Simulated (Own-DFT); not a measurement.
# Strain and stress in wurtzite AlN, 72 atoms (Al36N36)

Calculated results; nothing here was measured. They come from Own-DFT, an in-house plane-wave density functional program, since retired, whose code no person has reviewed. Each row is one single-point run on a periodic cell that was not relaxed, without spin or spin-orbit coupling.

Settings of every run: PBE; PseudoDojo norm-conserving scalar-relativistic files; cutoff 42 hartree; 4 x 4 x 3 k mesh centred on Gamma; Gaussian smearing of 0.01 eV.

Known limits: k mesh not checked against a denser one; stress not checked against mesh or cutoff.

Unstrained cell vectors in Å: (9.336, 0.000, 0.000); (-4.668, 8.085, 0.000); (0.000, 0.000, 9.964). The unstrained cell has measured lattice constants (interpolated for alloys), not those of this functional. That, the random moves and any unrelaxed bonds set the pressure at no strain. Each run strains this cell uniformly, with the atoms carried along. Every atom was also moved at random, by a Gaussian of width 0.05 Å on each axis. Strain is the symmetric tensor, in per cent. Stress is positive in tension, and the pressure is minus a third of its trace.

| run | e_xx (%) | e_yy (%) | e_zz (%) | e_yz (%) | e_xz (%) | e_xy (%) | s_xx (GPa) | s_yy (GPa) | s_zz (GPa) | s_yz (GPa) | s_xz (GPa) | s_xy (GPa) | P (GPa) | E (meV/atom) |
|---|---|---|---|---|---|---|---|---|---|---|---|---|---|---|
| 1 | 1.51 | 0.25 | 1.43 | 1.83 | -0.37 | -0.16 | 2.21 | -3.73 | 2.94 | 5.26 | -0.67 | -1.63 | -0.48 | 9.1 |
| 2 | -0.41 | -0.55 | 0.64 | 0.20 | 1.24 | -1.33 | -7.50 | -10.55 | -2.13 | 0.31 | 2.89 | -6.48 | 6.73 | 23.8 |
| 3 | 1.74 | -1.68 | -1.03 | -0.17 | -1.97 | -1.15 | 0.92 | -13.60 | -12.59 | -1.11 | -4.84 | -3.99 | 8.43 | 45.8 |
| 4 | 0.01 | -1.15 | -0.54 | 1.85 | 1.07 | 0.67 | -6.66 | -10.91 | -9.97 | 4.07 | 2.62 | 1.93 | 9.18 | 20.9 |
| 5 | -0.22 | -0.64 | 1.03 | -0.95 | -1.64 | -1.43 | -10.11 | -8.25 | -0.19 | -2.89 | -5.47 | -5.48 | 6.18 | 31.4 |
| 6 | 0.59 | 1.60 | -1.73 | 1.15 | -1.01 | -0.66 | -1.48 | 1.64 | -13.48 | 3.47 | -2.49 | -2.95 | 4.44 | 8.1 |
| 7 | -0.77 | -0.95 | 1.61 | -1.15 | -0.63 | 0.86 | -6.82 | -11.47 | -0.27 | -3.99 | -1.64 | 2.74 | 6.19 | 19.7 |
| 8 | -1.00 | -1.88 | 0.61 | -0.12 | -0.20 | 0.83 | -13.95 | -15.40 | -5.51 | 0.28 | -0.93 | 3.13 | 11.62 | 41.5 |
| 9 | 0.24 | -0.46 | 1.15 | 1.33 | 0.02 | -1.98 | -6.84 | -6.67 | -0.15 | 2.92 | 1.74 | -8.91 | 4.56 | 34.8 |
| 10 | -0.20 | -1.74 | -1.93 | -1.71 | 0.22 | -1.91 | -10.75 | -17.50 | -17.49 | -3.85 | 1.85 | -6.59 | 15.24 | 64.1 |
| 11 | 0.33 | 0.53 | 1.98 | -0.01 | -1.36 | -1.23 | -4.80 | -1.86 | 4.61 | 0.17 | -3.71 | -3.75 | 0.68 | 28.0 |
| 12 | -1.04 | -1.83 | -0.83 | 0.82 | -1.83 | -1.52 | -15.06 | -15.85 | -11.61 | 2.60 | -6.14 | -4.97 | 14.17 | 35.7 |
| 13 | -1.40 | 0.10 | -1.39 | 1.47 | -1.66 | 1.51 | -14.35 | -8.46 | -13.29 | 4.42 | -4.58 | 7.49 | 12.03 | 37.3 |
| 14 | -1.34 | -1.68 | -0.86 | -1.30 | -0.80 | -0.63 | -14.81 | -15.92 | -13.02 | -4.92 | -1.21 | -1.50 | 14.58 | 44.0 |
| 15 | 0.19 | 1.66 | 1.15 | -1.23 | -0.38 | -1.22 | -1.55 | 2.94 | -0.40 | -2.45 | -0.81 | -4.41 | -0.33 | 16.9 |
| 16 | -1.51 | 1.73 | 1.22 | -1.64 | 1.33 | 0.80 | -9.33 | 0.97 | 0.26 | -4.82 | 3.42 | 2.54 | 2.70 | 9.1 |
| 17 | 1.96 | 0.41 | 1.45 | -1.68 | -1.94 | 1.60 | 4.12 | -0.46 | 3.57 | -3.78 | -4.77 | 4.48 | -2.41 | 0.0 |
| 18 | -1.66 | 1.69 | 0.11 | -0.47 | -0.77 | 1.28 | ? | ? | ? | ? | ? | ? | ? | ? |

E is the free energy for each atom above the lowest run shown.

## Worked fit

Each stress component was fitted by least squares to a constant and the strains of the runs shown, as fractions, with shears doubled. Shear strains stay in the fit of a normal stress only where such slopes are resolved. The slopes, in GPa:

```
stress,at no strain,per e_xx,per e_yy,per e_zz,scatter
s_xx,-6.1,478 ± 39,142 ± 35,41 ± 34,1.66
s_yy,-6.2,107 ± 23,484 ± 21,63 ± 20,0.97
s_zz,-6.1,62 ± 22,72 ± 20,513 ± 19,0.92
```

Each shear stress against twice its own strain: yz 133 ± 8, xz 145 ± 10, xy 185 ± 8 GPa. These are stiffnesses along x, y and z of the frame in which the cell vectors are given, which need not be the crystal's axes. The atoms are held to the strained lattice; where symmetry lets them move under strain, relaxing them would lower some slopes. The table should be nearly symmetric about its diagonal, and what it lacks of that shows the noise. A ninth of its sum, 218 ± 4 GPa, estimates the bulk modulus near the mean pressure of these runs, 6.7 GPa, so it lies above the value at zero pressure.

## Withheld run

Question: what normal stresses and pressure should run 18 give?

The fit gives s_xx = -11.6, s_yy = 0.2, s_zz = -5.4 and P = 5.6 GPa. The calculation gave -12.83, 1.07, -6.06 and P = 5.94 GPa.
